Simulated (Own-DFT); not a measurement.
## Calculated data, GaP (zincblende, atoms displaced)

A calculation, not a measurement: plane-wave PBE density functional theory by an unreviewed code, no spin, of a simulated periodic cell, stress positive in tension, free energy of the whole cell less one offset for each atom, forces on such cells passed a denser k mesh, this cell's mesh not checked; offsets are fitted by least squares, one for each functional and potential file, so energies compare only between cells with the same atoms and settings and are not formation energies; the far tail of each file's local potential was reset to the Coulomb form; each entry is a single point on an unrelaxed cell, so the pressure reflects the starting lattice, mostly measured values (interpolated for alloys), from which strain is counted, and rises with the displacements; printed positions are rounded, which can move forces by about a meV/angstrom; the program, named Own-DFT, is a retired in-house code; no spin-orbit coupling. Program: Own-DFT development build.

Common to all runs: functional PBE; potential files PseudoDojo norm-conserving, scalar-relativistic, standard set; wave cutoff 42 hartree; occupations Fermi-Dirac; smearing width 0.1 eV; hardware one NVIDIA H100; k mesh 3 x 3 x 3 centred on Gamma.

(1) GaP (zincblende, atoms displaced)

```
CELL_PARAMETERS angstrom
10.90100 0.00000 0.00000
0.00000 10.90100 0.00000
0.00000 0.00000 10.90100
ATOMIC_POSITIONS crystal
Ga 0.99760 0.99653 0.00031
Ga 0.99849 0.25211 0.24769
Ga 0.24725 0.99932 0.24925
Ga 0.25068 0.24824 0.99833
P 0.12472 0.12541 0.12558
P 0.12343 0.37818 0.37329
P 0.37900 0.12372 0.37388
P 0.37360 0.37249 0.12546
Ga 0.99594 0.00250 0.49883
Ga 0.00261 0.24991 0.74964
Ga 0.25291 0.00152 0.75209
Ga 0.25062 0.24967 0.49759
P 0.12324 0.12281 0.62484
P 0.12356 0.37282 0.87374
P 0.37512 0.12374 0.87485
P 0.37836 0.37230 0.62287
Ga 0.00182 0.50039 0.99646
Ga 0.00226 0.74648 0.25449
Ga 0.24865 0.49932 0.24810
Ga 0.25318 0.74966 0.00016
P 0.12270 0.62593 0.12694
P 0.12331 0.87396 0.37190
P 0.37168 0.63102 0.37205
P 0.37469 0.87461 0.12879
Ga 0.00232 0.50012 0.49996
Ga 0.00205 0.74978 0.75122
Ga 0.24909 0.50244 0.75075
Ga 0.25281 0.74853 0.50091
P 0.12469 0.62492 0.62487
P 0.12543 0.87395 0.87843
P 0.37409 0.62696 0.87399
P 0.37661 0.87397 0.62196
Ga 0.49899 0.00265 0.00111
Ga 0.49941 0.24834 0.24759
Ga 0.74948 0.00006 0.24875
Ga 0.74722 0.24834 0.00360
P 0.62602 0.12553 0.12351
P 0.62579 0.37510 0.37323
P 0.87190 0.12747 0.37669
P 0.87406 0.37501 0.12541
Ga 0.50162 0.99926 0.49740
Ga 0.50076 0.24984 0.74835
Ga 0.75178 0.99863 0.74670
Ga 0.74933 0.24910 0.50064
P 0.62598 0.12592 0.62572
P 0.62395 0.37535 0.87943
P 0.87459 0.12269 0.87202
P 0.87484 0.37485 0.62796
Ga 0.49940 0.50056 0.00218
Ga 0.49795 0.75037 0.24934
Ga 0.74845 0.50279 0.24972
Ga 0.75028 0.75010 0.00225
P 0.62419 0.62543 0.12290
P 0.62254 0.87251 0.37677
P 0.87508 0.62688 0.37408
P 0.87310 0.87803 0.12582
Ga 0.50012 0.49924 0.49715
Ga 0.49706 0.74934 0.74905
Ga 0.75201 0.49879 0.74663
Ga 0.75038 0.75025 0.49906
P 0.62356 0.62358 0.62742
P 0.62394 0.87845 0.87567
P 0.87300 0.62528 0.87769
P 0.87495 0.87613 0.62507
```

* free energy of cell above offsets: -35.665 eV
* pressure: 2.73 GPa
* stress xx: -2.74 GPa
* stress yy: -2.73 GPa
* stress zz: -2.73 GPa
* stress yz: -0.21 GPa
* stress xz: 0.14 GPa
* stress xy: 0.2 GPa
* wall time: 523.4 s

Force:
```tsv
element	x (eV/Å)	y (eV/Å)	z (eV/Å)
Ga	0.139	0.472	-0.077
Ga	0.029	-0.161	0.279
Ga	0.211	0.149	0.173
Ga	-0.198	0.053	0.077
P	-0.181	-0.067	-0.228
P	0.207	-0.48	0.117
P	-0.576	-0.023	-0.082
P	0.021	0.268	-0.138
Ga	0.287	-0.317	-0.107
Ga	-0.379	-0.264	-0.015
Ga	-0.382	-0.47	-0.31
Ga	-0.121	-0.084	0.054
P	0.41	0.168	-0.148
P	0.453	0.263	0.105
P	0.184	0.348	-0.033
P	-0.551	0.444	0.156
Ga	-0.239	-0.083	0.41
Ga	-0.442	0.513	-0.587
Ga	0.093	0.206	0.075
Ga	-0.327	0.041	0.313
P	0.336	-0.19	-0.53
P	0.166	0.239	0.799
P	0.331	-1.037	0.118
P	0.024	0.291	-0.549
Ga	-0.478	0.016	0.087
Ga	-0.281	0.056	0.089
Ga	0.193	-0.503	-0.204
Ga	-0.593	0.391	-0.083
P	0.108	0.114	-0.021
P	0.211	0.106	-0.308
P	0.117	-0.375	0.238
P	-0.182	0.343	0.319
Ga	0	-0.361	0.084
Ga	0.239	0.148	0.153
Ga	-0.232	0.011	0.414
Ga	0.553	0.161	-0.58
P	-0.327	-0.252	0.382
P	-0.088	-0.066	-0.012
P	0.224	-0.097	-0.475
P	-0.016	0.285	-0.263
Ga	0.038	0.16	0.377
Ga	0.124	0.059	0.403
Ga	-0.304	0.11	0.311
Ga	-0.074	0.392	0.121
P	-0.134	-0.291	-0.171
P	0.124	-0.033	-0.529
P	0.039	0.331	0.386
P	0.309	-0.144	-0.584
Ga	-0.237	-0.078	-0.215
Ga	0.36	-0.04	-0.022
Ga	0.155	-0.178	-0.062
Ga	-0.175	0.366	-0.237
P	-0.111	0.144	0.38
P	0.407	0.171	-0.46
P	-0.117	-0.398	0.329
P	0.314	-0.713	0.296
Ga	-0.115	0.294	-0.061
Ga	0.44	0.301	0.155
Ga	-0.382	0.123	0.704
Ga	-0.121	-0.108	0.347
P	0.132	0.1	-0.413
P	0.015	-0.421	-0.144
P	0.18	0.014	-0.459
P	0.191	-0.42	-0.144
```

(2) GaP (zincblende, atoms displaced)

```
CELL_PARAMETERS angstrom
10.90100 0.00000 0.00000
0.00000 10.90100 0.00000
0.00000 0.00000 10.90100
ATOMIC_POSITIONS crystal
Ga 0.00266 0.00024 0.99886
Ga 0.00028 0.25070 0.25052
Ga 0.24682 0.99673 0.25152
Ga 0.25030 0.24973 0.00208
P 0.12214 0.12670 0.12413
P 0.12370 0.37151 0.37386
P 0.37588 0.12233 0.37392
P 0.37505 0.37619 0.12372
Ga 0.99819 0.00019 0.49592
Ga 0.00061 0.24867 0.74869
Ga 0.24534 0.99647 0.74726
Ga 0.25212 0.25024 0.50218
P 0.12574 0.12422 0.62453
P 0.12505 0.37534 0.87347
P 0.37717 0.12758 0.87203
P 0.37347 0.37765 0.62521
Ga 0.99778 0.50082 0.00214
Ga 0.99790 0.74833 0.24814
Ga 0.25027 0.49952 0.25088
Ga 0.25091 0.75113 0.99848
P 0.12580 0.62554 0.12805
P 0.12281 0.87715 0.37733
P 0.37270 0.62837 0.37284
P 0.37445 0.87462 0.12496
Ga 0.00219 0.50106 0.50038
Ga 0.00161 0.75116 0.75008
Ga 0.25068 0.50229 0.74777
Ga 0.25420 0.74923 0.49947
P 0.12447 0.62615 0.62469
P 0.12414 0.87548 0.87555
P 0.37362 0.62937 0.87418
P 0.37531 0.87958 0.63037
Ga 0.49952 0.00045 0.00309
Ga 0.50100 0.25191 0.24642
Ga 0.75049 0.00165 0.24949
Ga 0.74854 0.24851 0.00426
P 0.62891 0.12513 0.12522
P 0.62535 0.37693 0.37321
P 0.87186 0.12594 0.37249
P 0.87812 0.37302 0.12897
Ga 0.50131 0.00318 0.50210
Ga 0.49860 0.25072 0.75069
Ga 0.75021 0.99829 0.75381
Ga 0.75038 0.25078 0.49868
P 0.62076 0.12516 0.62516
P 0.62479 0.37408 0.87783
P 0.87446 0.12325 0.87637
P 0.87585 0.37707 0.62535
Ga 0.49931 0.50030 0.00099
Ga 0.50009 0.74919 0.24889
Ga 0.74851 0.49735 0.25084
Ga 0.75424 0.74914 0.99834
P 0.62403 0.62387 0.12765
P 0.62398 0.87573 0.37452
P 0.87084 0.62725 0.37585
P 0.87917 0.87329 0.12251
Ga 0.50032 0.49699 0.50136
Ga 0.49752 0.75191 0.75148
Ga 0.74572 0.49790 0.75077
Ga 0.74834 0.74914 0.50383
P 0.62599 0.62409 0.62770
P 0.62337 0.87272 0.87695
P 0.87341 0.62408 0.87317
P 0.87563 0.87730 0.62269
```

- free energy of cell above offsets: -35.669 eV
- pressure: 2.73 GPa
- stress xx: -2.73 GPa
- stress yy: -2.73 GPa
- stress zz: -2.73 GPa
- stress yz: -0.07 GPa
- stress xz: 0.24 GPa
- stress xy: -0.05 GPa
- wall time: 529.4 s

Force:
```tsv
element	x (eV/Å)	y (eV/Å)	z (eV/Å)
Ga	-0.266	0.068	0.068
Ga	-0.053	-0.362	0.081
Ga	0.083	0.353	-0.217
Ga	-0.027	0.025	-0.435
P	0.42	-0.261	0.227
P	0.356	0.378	0.366
P	-0.078	0.422	-0.089
P	-0.113	-0.028	0.159
Ga	-0.035	0.4	0.283
Ga	-0.129	0.049	0.157
Ga	0.263	0.6	0.542
Ga	-0.069	-0.2	-0.352
P	-0.283	0.01	-0.241
P	0.019	0.097	0.233
P	-0.602	-0.589	0.451
P	0.227	-0.238	0.082
Ga	0.277	-0.034	-0.196
Ga	0.165	0.134	0.484
Ga	-0.112	-0.105	0.036
Ga	-0.259	-0.027	0.292
P	0.019	-0.069	-0.449
P	0.122	-0.697	-0.239
P	0.512	-0.606	0.256
P	-0.07	0.088	0.084
Ga	-0.304	0.026	-0.299
Ga	-0.347	-0.024	-0.105
Ga	-0.237	0.034	0.342
Ga	-0.38	0.519	0.355
P	0.252	0.121	-0.099
P	0.124	-0.141	-0.013
P	0.129	-0.639	0.098
P	0.119	-0.52	-0.836
Ga	0.03	0.149	-0.35
Ga	-0.078	-0.247	0.32
Ga	0.113	-0.589	-0.095
Ga	0.545	0.267	-0.383
P	-0.639	-0.16	0.124
P	-0.251	-0.423	0.282
P	0.366	0.05	0.196
P	-0.529	0.291	-0.41
Ga	-0.25	-0.414	-0.297
Ga	0.169	0.26	-0.163
Ga	-0.246	0.069	-0.347
Ga	-0.187	0.028	0.287
P	0.837	0.279	0.272
P	-0.094	-0.06	-0.049
P	0.048	0.329	-0.034
P	-0.139	-0.229	-0.047
Ga	-0.016	0.283	-0.211
Ga	0.011	0.227	0.099
Ga	0.328	0.356	-0.108
Ga	-0.467	-0.061	0.25
P	0.342	0.094	-0.438
P	0.069	-0.066	0.189
P	0.349	-0.344	-0.021
P	-0.415	0.382	0.169
Ga	-0.054	0.58	-0.275
Ga	0.312	-0.092	-0.145
Ga	0.394	-0.046	0.091
Ga	-0.013	0.273	-0.27
P	-0.576	0.117	-0.11
P	0.17	0.176	0.127
P	0.243	-0.1	-0.049
P	-0.097	-0.161	0.369
```

(3) GaP (zincblende, atoms displaced)

```
CELL_PARAMETERS angstrom
10.90100 0.00000 0.00000
0.00000 10.90100 0.00000
0.00000 0.00000 10.90100
ATOMIC_POSITIONS crystal
Ga 0.00068 0.99420 0.99817
Ga 0.99852 0.25061 0.25033
Ga 0.24851 0.99917 0.24430
Ga 0.25137 0.25310 0.99768
P 0.12225 0.12674 0.12552
P 0.12347 0.37347 0.37497
P 0.36951 0.12821 0.37614
P 0.37374 0.37361 0.12427
Ga 0.00045 0.99907 0.49937
Ga 0.00240 0.25202 0.75051
Ga 0.24488 0.99809 0.75091
Ga 0.24978 0.25198 0.50118
P 0.12703 0.12299 0.62604
P 0.12435 0.37582 0.87666
P 0.37705 0.12664 0.87512
P 0.37672 0.37269 0.62221
Ga 0.99883 0.49734 0.00200
Ga 0.99781 0.75076 0.25004
Ga 0.24769 0.50044 0.24703
Ga 0.25231 0.74769 0.99713
P 0.12378 0.62604 0.12496
P 0.12382 0.87186 0.37438
P 0.37477 0.62583 0.37483
P 0.37554 0.87423 0.12536
Ga 0.99894 0.49949 0.49756
Ga 0.00206 0.74984 0.75054
Ga 0.25223 0.49858 0.74792
Ga 0.25022 0.75217 0.50194
P 0.12324 0.62671 0.62748
P 0.12529 0.87366 0.87485
P 0.37426 0.62192 0.87775
P 0.37383 0.87353 0.62147
Ga 0.49994 0.99988 0.00238
Ga 0.49802 0.25053 0.25016
Ga 0.74923 0.99739 0.24803
Ga 0.75335 0.24832 0.99671
P 0.62301 0.12495 0.12236
P 0.62224 0.37501 0.37429
P 0.87919 0.12328 0.37441
P 0.87516 0.37613 0.12883
Ga 0.49975 0.00032 0.50316
Ga 0.49728 0.25333 0.75011
Ga 0.75334 0.99793 0.75334
Ga 0.75204 0.25151 0.50037
P 0.62646 0.12533 0.62417
P 0.62471 0.37529 0.87305
P 0.87484 0.12661 0.87530
P 0.87407 0.37231 0.62480
Ga 0.50265 0.49795 0.00072
Ga 0.50111 0.74852 0.25099
Ga 0.75163 0.49592 0.24889
Ga 0.75189 0.74867 0.99796
P 0.62243 0.62354 0.12428
P 0.62486 0.87368 0.37533
P 0.87292 0.62544 0.37379
P 0.87594 0.87454 0.12727
Ga 0.50131 0.50139 0.49508
Ga 0.50135 0.75001 0.74970
Ga 0.74711 0.50081 0.74902
Ga 0.75209 0.75360 0.50086
P 0.62553 0.62368 0.62313
P 0.62255 0.87587 0.87484
P 0.87617 0.62420 0.87500
P 0.87422 0.87488 0.62602
```

* free energy of cell above offsets: -35.684 eV
* pressure: 2.72 GPa
* stress xx: -2.72 GPa
* stress yy: -2.72 GPa
* stress zz: -2.73 GPa
* stress yz: -0.3 GPa
* stress xz: -0.03 GPa
* stress xy: 0.16 GPa
* wall time: 527 s

Force:
```tsv
element	x (eV/Å)	y (eV/Å)	z (eV/Å)
Ga	-0.133	0.689	0.306
Ga	0.159	-0.165	0.076
Ga	-0.1	0.161	0.577
Ga	-0.219	-0.511	0.197
P	0.175	-0.113	-0.56
P	0.189	0.271	-0.03
P	0.489	-0.633	-0.245
P	0.157	0.307	0.058
Ga	0.155	-0.071	0.13
Ga	-0.086	-0.295	-0.1
Ga	0.853	0.165	-0.031
Ga	-0.28	-0.177	-0.022
P	-0.374	0.32	-0.159
P	0.133	0.121	-0.273
P	-0.39	-0.378	-0.095
P	-0.073	0.617	0.01
Ga	0.081	0.335	-0.022
Ga	0.177	-0.298	0.11
Ga	0.161	-0.057	0.305
Ga	-0.197	0.14	0.408
P	-0.056	0.066	-0.183
P	0.199	0.337	-0.051
P	-0.331	-0.089	-0.077
P	-0.007	-0.169	-0.135
Ga	-0.036	0.132	0.264
Ga	-0.38	0.021	0.023
Ga	-0.192	0.056	0.067
Ga	-0.264	-0.465	-0.318
P	0.303	-0.412	-0.444
P	0.069	-0.211	0.106
P	0.418	0.044	-0.53
P	0.135	0.274	0.809
Ga	-0.183	0.002	-0.275
Ga	-0.068	-0.258	0.011
Ga	-0.065	0.423	0.225
Ga	-0.448	0.357	0.46
P	0.399	0.199	0.375
P	0.514	-0.217	-0.097
P	-0.702	0.092	-0.026
P	-0.038	-0.502	-0.638
Ga	-0.08	0.264	-0.492
Ga	0.431	-0.492	-0.161
Ga	-0.483	0.333	-0.261
Ga	-0.234	-0.403	-0.361
P	0.006	0.007	0.394
P	0.16	-0.099	0.225
P	0.572	-0.442	-0.139
P	0.221	0.537	0.171
Ga	-0.306	-0.07	0.001
Ga	-0.09	0.058	-0.053
Ga	-0.594	0.574	0.259
Ga	-0.298	0.094	0.242
P	0.587	0.079	0.091
P	-0.07	0.265	0.035
P	0.03	-0.065	0.095
P	-0.236	-0.122	-0.515
Ga	-0.21	-0.013	0.354
Ga	-0.324	-0.226	-0.063
Ga	0.376	-0.082	-0.019
Ga	-0.239	-0.417	-0.097
P	-0.062	0.31	-0.047
P	0.33	-0.118	0.147
P	-0.042	-0.148	-0.119
P	0.41	0.066	0.108
```

(4) GaP (zincblende, atoms displaced)

```
CELL_PARAMETERS angstrom
10.90100 0.00000 0.00000
0.00000 10.90100 0.00000
0.00000 0.00000 10.90100
ATOMIC_POSITIONS crystal
Ga 0.00117 0.00145 0.99740
Ga 0.99950 0.25229 0.25139
Ga 0.24905 0.00271 0.25111
Ga 0.25075 0.25254 0.00302
P 0.12758 0.12442 0.12458
P 0.12453 0.37285 0.37693
P 0.37768 0.12546 0.37571
P 0.37643 0.37374 0.12670
Ga 0.99960 0.00119 0.49959
Ga 0.00008 0.24750 0.74920
Ga 0.24704 0.99944 0.74795
Ga 0.24880 0.25201 0.49676
P 0.12314 0.12664 0.62145
P 0.12213 0.37488 0.87519
P 0.37265 0.12460 0.87612
P 0.37519 0.37375 0.62604
Ga 0.00107 0.50170 0.00315
Ga 0.00122 0.74978 0.24913
Ga 0.24789 0.49939 0.25169
Ga 0.24799 0.74709 0.00481
P 0.12327 0.62772 0.12251
P 0.12239 0.87522 0.37253
P 0.37627 0.62639 0.37384
P 0.37574 0.87632 0.12317
Ga 0.99872 0.49744 0.49837
Ga 0.99920 0.74894 0.74993
Ga 0.24757 0.49754 0.74720
Ga 0.25110 0.74941 0.49654
P 0.12245 0.62291 0.62113
P 0.12598 0.87376 0.87469
P 0.37413 0.62498 0.87299
P 0.37775 0.87374 0.62197
Ga 0.49966 0.99673 0.00027
Ga 0.49821 0.25247 0.25096
Ga 0.74957 0.99647 0.25006
Ga 0.74811 0.24927 0.00029
P 0.62691 0.12561 0.12755
P 0.62516 0.37775 0.37492
P 0.87671 0.12374 0.37419
P 0.87821 0.37803 0.12498
Ga 0.49872 0.00158 0.50039
Ga 0.49898 0.25097 0.75013
Ga 0.75120 0.99714 0.75036
Ga 0.74897 0.24921 0.49862
P 0.62387 0.12582 0.62379
P 0.62797 0.37453 0.87789
P 0.87526 0.12734 0.87428
P 0.87494 0.37324 0.62437
Ga 0.49960 0.50034 0.99787
Ga 0.49855 0.75110 0.25059
Ga 0.74972 0.50036 0.24911
Ga 0.74899 0.74904 0.99945
P 0.62391 0.62485 0.12282
P 0.62569 0.87491 0.37745
P 0.87506 0.62408 0.37218
P 0.87474 0.87398 0.12657
Ga 0.50001 0.49462 0.49885
Ga 0.50230 0.74906 0.75110
Ga 0.74850 0.50260 0.74929
Ga 0.75184 0.74896 0.49944
P 0.62415 0.62764 0.62517
P 0.62678 0.87397 0.87453
P 0.87061 0.62791 0.87684
P 0.87606 0.87538 0.62869
```

* free energy of cell above offsets: -35.756 eV
* pressure: 2.7 GPa
* stress xx: -2.71 GPa
* stress yy: -2.7 GPa
* stress zz: -2.71 GPa
* stress yz: 0.21 GPa
* stress xz: 0.17 GPa
* stress xy: -0.02 GPa
* wall time: 522.1 s

Force:
```tsv
element	x (eV/Å)	y (eV/Å)	z (eV/Å)
Ga	-0.127	-0.166	0.234
Ga	0.119	-0.39	-0.299
Ga	0.252	-0.245	-0.066
Ga	-0.096	-0.154	-0.321
P	-0.453	0.312	0.086
P	-0.048	0.404	-0.367
P	-0.406	0.093	-0.098
P	-0.23	0.54	-0.152
Ga	-0.096	-0.26	0.068
Ga	-0.045	0.285	-0.037
Ga	0.321	0.013	-0.111
Ga	0.397	-0.351	0.394
P	0.335	-0.129	0.181
P	0.233	0.007	0.073
P	0.151	0	-0.134
P	-0.181	0.011	-0.252
Ga	-0.279	0.102	-0.664
Ga	-0.288	0.044	0.005
Ga	0.13	0.146	-0.192
Ga	0.515	0.46	-0.7
P	0.161	-0.544	0.692
P	0.354	0.056	0.294
P	-0.11	-0.491	0.07
P	-0.336	-0.208	0.476
Ga	-0.19	0.092	0.054
Ga	0.141	-0.133	0.149
Ga	-0.017	0.244	0.182
Ga	-0.225	0.112	0.201
P	0.206	0.238	0.176
P	-0.064	-0.127	0.043
P	-0.225	-0.085	0.114
P	-0.401	0.036	0.391
Ga	0.258	0.529	-0.191
Ga	0.432	-0.258	0.033
Ga	0.094	0.244	0.129
Ga	0.468	0.057	0.261
P	-0.368	-0.172	-0.116
P	0.167	-0.426	-0.194
P	-0.377	0.123	-0.081
P	-0.461	-0.407	0.075
Ga	0.283	-0.146	0.01
Ga	0.192	-0.233	0.332
Ga	-0.19	0.521	-0.012
Ga	0.131	-0.024	-0.02
P	0.164	-0.14	0.292
P	-0.407	0.131	-0.488
P	-0.188	-0.323	0.086
P	-0.183	0.178	0.127
Ga	-0.065	-0.072	0.085
Ga	0.318	0.075	-0.207
Ga	-0.047	0.099	-0.205
Ga	-0.027	0.292	0.348
P	-0.086	0.06	0.29
P	-0.155	-0.027	-0.133
P	0.105	0.041	0.211
P	0.118	0.088	-0.453
Ga	-0.105	0.731	0.294
Ga	-0.285	0.202	-0.065
Ga	0.153	-0.222	0.003
Ga	0.079	0.125	0.153
P	-0.002	-0.499	-0.329
P	-0.205	0.136	0.125
P	0.649	-0.495	-0.216
P	0.042	-0.102	-0.636
```
